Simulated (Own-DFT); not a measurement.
# Shaking the atoms of 3C SiC, 64 atoms (C32Si32)

All numbers below are calculated, not measured. The program, named Own-DFT, is a retired in-house plane-wave density functional code that no person has reviewed. Each row is one single-point run on a periodic cell that was not relaxed, without spin or spin-orbit coupling.

Settings of every run: PBE; PseudoDojo norm-conserving scalar-relativistic files; cutoff 42 hartree; 4 x 4 x 4 k mesh centred on Gamma; Fermi-Dirac smearing of 0.1 eV.

Known limits, some of them of some rows only: some atoms lie very close together; forces on such cells passed a denser k mesh, each cell not checked; stress not checked against mesh or cutoff.

Cell vectors in Å: (8.719, 0.000, 0.000); (0.000, 8.719, 0.000); (0.000, 0.000, 8.719). In each run every atom was moved at random and independently from its ideal site; u is the rms move along one axis. E is the free energy for each atom above the fitted value at u = 0, and F the rms of the force components.

| run | u (Å) | E (meV/atom) | F (eV/Å) | largest force (eV/Å) | P (GPa) |
|---|---|---|---|---|---|
| 1 | 0.0289 | 31.9 | 0.817 | 2.94 | 3.74 |
| 2 | 0.0294 | 34.1 | 0.859 | 3.68 | 3.82 |
| 3 | 0.0303 | 34.7 | 0.838 | 2.82 | 3.87 |
| 4 | 0.0567 | 116.5 | 1.630 | 5.34 | 5.60 |
| 5 | 0.0575 | ? | ? | ? | ? |
| 6 | 0.0633 | 153.3 | 1.885 | 7.05 | 6.60 |
| 7 | 0.1002 | 368.0 | 3.006 | 12.45 | 11.04 |
| 8 | 0.1013 | 419.8 | 3.730 | 23.47 | 13.01 |
| 9 | 0.1342 | 579.3 | 3.806 | 16.79 | 16.83 |

## Worked fit

For small independent moves the energy grows as E = (3/2) K u², with K the mean stiffness felt by one atom. The runs with u up to 0.11 Å give K = 25.5 ± 0.7 eV/Å², with residuals divided by u² + 0.0006 Å², since the noise grows with the moves. The scatter is 4.8 meV/atom at u = 0.05 Å. The forces follow F = G u with G = 30.2 eV/Å²; no force at u = 0 is resolved. G exceeds K because the moves of its neighbours add to the force on an atom, and stiffness differs between atoms. The pressure follows P = 2.98 + 891 u² GPa: at fixed volume, shortened bonds push harder than stretched ones pull.

## Withheld run

Question: what energy and rms force should run 5 give?

The fit gives 126 ± 7 meV/atom and about 1.74 eV/Å. The calculation gave 126.2 meV/atom and 1.670 eV/Å.
